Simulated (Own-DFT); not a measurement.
# Point defects and the pressure they add: C40 NbSi2

No measurement is shown. These are fixed-geometry runs of a retired plane-wave code named Own-DFT, which no person has reviewed; spin and spin-orbit coupling are neglected.

Common settings: PBEsol; PseudoDojo norm-conserving scalar-relativistic files, made for PBE; cutoff 42 hartree; 4 x 4 x 5 k mesh centred on Gamma; cold (Marzari-Vanderbilt) smearing of 0.2 eV.

Keep in mind: forces on such cells failed a check on a denser k mesh; stress not checked against mesh or cutoff.

All runs share one cell, with vectors in Å (0.000, 8.324, 0.000); (-9.613, 0.000, 0.000); (0.000, 0.000, 6.586) and a volume of 527.0 Å³. The atoms are randomly displaced, by u rms on each axis. The defect's site can differ from row to row.

| cell | formula | u (Å) | P (GPa) |
|---|---|---|---|
| no defect | Nb12Si24 | 0.0181 | -2.19 |
| no defect | Nb12Si24 | 0.0487 | -1.04 |
| no defect | Nb12Si24 | 0.0564 | -0.79 |
| two Si on a Nb site each | Nb10Si26 | 0.0306 | -1.80 |
| two Si on a Nb site each | Nb10Si26 | 0.0512 | -0.80 |
| two Si on a Nb site each | Nb10Si26 | 0.0532 | -0.63 |
| two Nb on a Si site each | Nb14Si22 | 0.0283 | ? |
| two Nb on a Si site each | Nb14Si22 | 0.0307 | 3.46 |
| two Nb on a Si site each | Nb14Si22 | 0.0482 | 4.47 |
| two Nb on a Si site each | Nb14Si22 | 0.0533 | 4.29 |
| two Nb vacancies | Nb10Si24 | 0.0268 | -3.28 |
| two Nb vacancies | Nb10Si24 | 0.0286 | -3.37 |
| two Nb vacancies | Nb10Si24 | 0.0465 | -2.72 |
| one Si vacancy | Nb12Si23 | 0.0290 | -2.53 |
| one Si vacancy | Nb12Si23 | 0.0326 | -2.52 |
| one Si vacancy | Nb12Si23 | 0.0476 | -1.70 |

## What the rows give

P = P0 + c u² + a shift for each defect gives P0 = -2.37 GPa, c = 527 ± 42 GPa/Å² and a scatter of 0.14 GPa. The shifts, and each times the cell's volume:

- two Nb on a Si site each: 5.37 ± 0.11 GPa, 17.7 eV (8.8 eV for each of its 2 sites)
- two Si on a Nb site each: 0.17 ± 0.11 GPa, 0.6 eV (0.3 eV for each of its 2 sites) (not resolved)
- one Si vacancy: -0.61 ± 0.12 GPa, -2.0 eV
- two Nb vacancies: -1.40 ± 0.12 GPa, -4.6 eV (-2.3 eV for each of its 2 sites)

Positive is outwards. The product with the volume (160.2 GPa Å³ to the eV) is nearly free of the cell's size; divided by the bulk modulus at the cell's pressure it gives the volume that the defect adds. The atoms around the defects weren't relaxed, which would change these numbers.

## Prediction

The question: what pressure belongs in the blank (two Nb on a Si site each, u = 0.0283 Å)?

The fit gives 3.42 ± 0.17 GPa. Computed: 3.63 GPa.
